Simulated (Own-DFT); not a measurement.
Simulation results for Si$_{7}$Ge (diamond-structure random alloy, atoms displaced)

All values are calculated (Own-DFT development build). A calculation, not a measurement: plane-wave density functional theory by an unreviewed code, no spin, of a simulated periodic cell, stress positive in tension, run twice, with PBE and with PBEsol, both on files made for PBE, so the change isn't that of files made for PBEsol, forces on such cells passed a denser k mesh, this cell's mesh not checked; the far tail of each file's local potential was reset to the Coulomb form; each entry is a single point on an unrelaxed cell, so the pressure reflects the starting lattice, mostly measured values (interpolated for alloys), from which strain is counted, and rises with the displacements; printed positions are rounded, which can move forces by about a meV/angstrom; the program, named Own-DFT, is a retired in-house code; no spin-orbit coupling; stress was not checked against mesh or cutoff.

```yaml
- formula: Si7Ge
  kind: "diamond-structure random alloy, atoms displaced"
  structure:
    cell_angstrom: [[10.9187, 0.0, 0.0], [0.0, 10.9187, 0.0], [0.0, 0.0, 10.9187]]
    atoms_fractional:
      - [Ge, 0.00267, 0.00028, 0.00027]
      - [Si, 0.99962, 0.24589, 0.24835]
      - [Si, 0.24698, 0.99927, 0.24919]
      - [Si, 0.24843, 0.25049, 0.99927]
      - [Si, 0.12746, 0.12713, 0.12403]
      - [Si, 0.12949, 0.37523, 0.37848]
      - [Si, 0.37102, 0.126, 0.37295]
      - [Si, 0.37611, 0.37463, 0.12641]
      - [Si, 0.00064, 0.99754, 0.49868]
      - [Ge, 0.00103, 0.24653, 0.7522]
      - [Si, 0.2471, 0.9998, 0.7484]
      - [Si, 0.24867, 0.24773, 0.50166]
      - [Ge, 0.12739, 0.13046, 0.62412]
      - [Si, 0.12399, 0.36885, 0.87847]
      - [Si, 0.37126, 0.11907, 0.87631]
      - [Si, 0.37386, 0.37866, 0.62659]
      - [Si, 0.00798, 0.50424, 0.99766]
      - [Si, 0.99845, 0.75436, 0.24609]
      - [Si, 0.25508, 0.49641, 0.25016]
      - [Ge, 0.24896, 0.75096, 0.99906]
      - [Si, 0.12599, 0.62439, 0.12403]
      - [Si, 0.12234, 0.87398, 0.37613]
      - [Si, 0.37689, 0.62596, 0.37226]
      - [Si, 0.37819, 0.87304, 0.12798]
      - [Si, 0.00124, 0.50027, 0.49282]
      - [Si, 0.99913, 0.74774, 0.74746]
      - [Si, 0.25145, 0.50105, 0.74549]
      - [Ge, 0.2504, 0.7528, 0.49846]
      - [Si, 0.12699, 0.62698, 0.62441]
      - [Ge, 0.12266, 0.86977, 0.87383]
      - [Si, 0.36544, 0.62375, 0.87267]
      - [Si, 0.37501, 0.87361, 0.6241]
      - [Si, 0.50004, 0.99992, 0.00116]
      - [Si, 0.50007, 0.24953, 0.24902]
      - [Si, 0.74608, 0.00064, 0.25002]
      - [Si, 0.74844, 0.25035, 0.99545]
      - [Si, 0.62775, 0.1217, 0.12145]
      - [Si, 0.62642, 0.37498, 0.37635]
      - [Si, 0.87264, 0.12271, 0.36726]
      - [Si, 0.87306, 0.37511, 0.12518]
      - [Si, 0.4985, 0.00039, 0.50198]
      - [Si, 0.503, 0.24951, 0.75109]
      - [Si, 0.75126, 0.00079, 0.7503]
      - [Si, 0.7528, 0.24463, 0.50221]
      - [Si, 0.63084, 0.12036, 0.62678]
      - [Ge, 0.62613, 0.37677, 0.86958]
      - [Si, 0.87722, 0.12711, 0.87953]
      - [Si, 0.87221, 0.37002, 0.62849]
      - [Si, 0.49826, 0.50059, 0.00155]
      - [Si, 0.49939, 0.74815, 0.25302]
      - [Si, 0.75264, 0.50288, 0.25043]
      - [Ge, 0.74883, 0.74665, 0.99985]
      - [Si, 0.62676, 0.63014, 0.12833]
      - [Si, 0.62462, 0.87963, 0.37652]
      - [Si, 0.87552, 0.62167, 0.37247]
      - [Si, 0.87313, 0.87966, 0.12766]
      - [Si, 0.5027, 0.50592, 0.50185]
      - [Si, 0.50078, 0.75198, 0.74788]
      - [Si, 0.74927, 0.50337, 0.74883]
      - [Si, 0.75764, 0.75041, 0.49707]
      - [Si, 0.62511, 0.6271, 0.62751]
      - [Si, 0.63221, 0.86914, 0.87375]
      - [Si, 0.87716, 0.62624, 0.87096]
      - [Si, 0.87123, 0.87248, 0.62419]
  settings:
    functional: "PBE, then PBEsol"
    potential_files: "PseudoDojo norm-conserving, scalar-relativistic, standard set"
    "wave_cutoff [hartree]": 42.0
    occupations: Fermi-Dirac
    "smearing_width [eV]": 0.1
    k_mesh: "3 x 3 x 3 centred on Gamma"
  results:
    "PBE_pressure [GPa]": 2.28
    "PBE_stress_xx [GPa]": -2.26
    "PBE_stress_yy [GPa]": -2.26
    "PBE_stress_zz [GPa]": -2.33
    "PBE_stress_yz [GPa]": -0.06
    "PBE_stress_xz [GPa]": -0.16
    "PBE_stress_xy [GPa]": 0.21
    "PBEsol_pressure [GPa]": 0.77
    "PBEsol_stress_xx [GPa]": -0.75
    "PBEsol_stress_yy [GPa]": -0.75
    "PBEsol_stress_zz [GPa]": -0.82
    "PBEsol_stress_yz [GPa]": -0.07
    "PBEsol_stress_xz [GPa]": -0.17
    "PBEsol_stress_xy [GPa]": 0.22
    force_element: [Ge, Si, Si, Si, Si, Si, Si, Si, Si, Ge, Si, Si, Ge, Si, Si, Si, Si, Si, Si, Ge, Si, Si, Si, Si, Si, Si, Si, Ge, Si, Ge, Si, Si, Si, Si, Si, Si, Si, Si, Si, Si, Si, Si, Si, Si, Si, Ge, Si, Si, Si, Si, Si, Ge, Si, Si, Si, Si, Si, Si, Si, Si, Si, Si, Si, Si]
    "PBE_force_x [eV/angstrom]": [-0.395, 0.231, 0.214, 0.712, 0.044, -0.409, 0.421, 0.087, -0.636, -0.562, 0.539, 1.035, -0.366, 0.543, 0.424, 0.676, -1.123, 0.082, -0.559, 0.555, 0.088, -0.068, -0.067, -0.121, -0.127, -0.292, -0.958, 0.101, -0.598, -0.066, 1.608, 0.232, 0.261, 0.314, 0.06, 0.315, -0.433, 0.001, 0.418, 0.529, -0.023, -0.841, 0.478, -0.162, -0.933, -0.291, -0.669, 0.329, -0.03, 0.489, -0.588, 0.968, -0.708, -0.069, 0.472, -0.124, -0.24, -0.351, 0.579, -1.147, 0.39, -1.266, 0.212, 0.819]
    "PBE_force_y [eV/angstrom]": [0.179, 0.803, -0.168, -0.206, -0.055, -0.418, -0.224, -0.271, 0.288, 0.644, -0.388, 1.059, -1.376, 1.24, 0.639, -0.62, -0.682, -0.679, 0.45, -0.267, 0.032, 0.352, -0.504, 0.421, -0.254, 0.04, -0.54, -0.409, -0.592, 0.615, 0.009, 0.661, -0.671, -0.15, -0.149, 0.055, 0.653, 0.019, -0.032, 0.161, 0.314, -0.648, -0.349, 0.265, 0.448, 0.24, -0.54, 0.942, 0.508, 0.634, -0.568, 0.264, -1.075, -0.705, 0.748, -0.29, -0.634, -0.349, -0.041, -0.295, 0.403, 1.135, -0.611, 0.539]
    "PBE_force_z [eV/angstrom]": [0.413, 0.128, 0.071, 0.287, 0.26, -0.721, 0.191, -0.461, 0.004, 0.249, 0.002, -0.478, -0.231, -0.543, -0.173, -0.527, 0.07, 0.347, 0.052, 0.737, 0.805, -0.632, 0.353, -0.027, 1.244, -0.48, 0.627, -0.149, -0.239, -0.74, -0.062, 0.405, -0.359, 0.073, -0.188, 0.718, 0.131, 0.135, 0.967, -0.437, -0.119, -0.555, 0.539, -0.519, -0.212, 0.736, -0.431, -0.706, -0.059, -0.078, -0.174, 0.244, 0.077, 0.131, -0.153, -0.162, -0.231, 0.587, -0.338, -0.038, -0.577, -0.267, 0.301, 0.184]
    "PBEsol_force_x [eV/angstrom]": [-0.343, 0.232, 0.205, 0.713, -0.004, -0.402, 0.413, 0.086, -0.59, -0.499, 0.429, 0.971, -0.408, 0.484, 0.415, 0.673, -1.114, 0.082, -0.554, 0.492, 0.141, -0.011, -0.122, -0.168, -0.13, -0.237, -0.962, 0.1, -0.54, -0.057, 1.538, 0.168, 0.261, 0.317, 0.053, 0.259, -0.423, 0.002, 0.416, 0.524, -0.032, -0.781, 0.484, -0.155, -0.925, -0.283, -0.554, 0.378, 0.018, 0.486, -0.586, 0.949, -0.646, -0.071, 0.468, -0.121, -0.24, -0.354, 0.523, -1.133, 0.39, -1.193, 0.157, 0.807]
    "PBEsol_force_y [eV/angstrom]": [0.131, 0.798, -0.176, -0.203, -0.105, -0.419, -0.225, -0.275, 0.337, 0.583, -0.382, 0.988, -1.303, 1.173, 0.631, -0.618, -0.67, -0.671, 0.45, -0.214, 0.084, 0.294, -0.458, 0.372, -0.249, 0.096, -0.539, -0.398, -0.535, 0.6, 0.066, 0.599, -0.67, -0.153, -0.151, 0.113, 0.648, 0.02, -0.035, 0.16, 0.321, -0.591, -0.34, 0.257, 0.443, 0.232, -0.54, 0.884, 0.47, 0.629, -0.561, 0.26, -1.012, -0.7, 0.742, -0.279, -0.623, -0.345, -0.09, -0.299, 0.405, 1.066, -0.56, 0.541]
    "PBEsol_force_z [eV/angstrom]": [0.36, 0.127, 0.066, 0.281, 0.207, -0.716, 0.186, -0.46, 0.056, 0.197, -0.005, -0.407, -0.171, -0.599, -0.172, -0.524, 0.062, 0.336, 0.049, 0.671, 0.76, -0.571, 0.401, -0.072, 1.238, -0.428, 0.62, -0.146, -0.287, -0.631, -0.009, 0.349, -0.362, 0.072, -0.188, 0.657, 0.128, 0.134, 0.954, -0.436, -0.117, -0.5, 0.544, -0.517, -0.207, 0.716, -0.432, -0.642, -0.104, -0.075, -0.178, 0.236, 0.02, 0.135, -0.154, -0.258, -0.23, 0.589, -0.282, -0.05, -0.568, -0.204, 0.354, 0.194]
    "rms_change_of_force_components_from_PBE_to_PBEsol [eV/angstrom]": 0.038
```
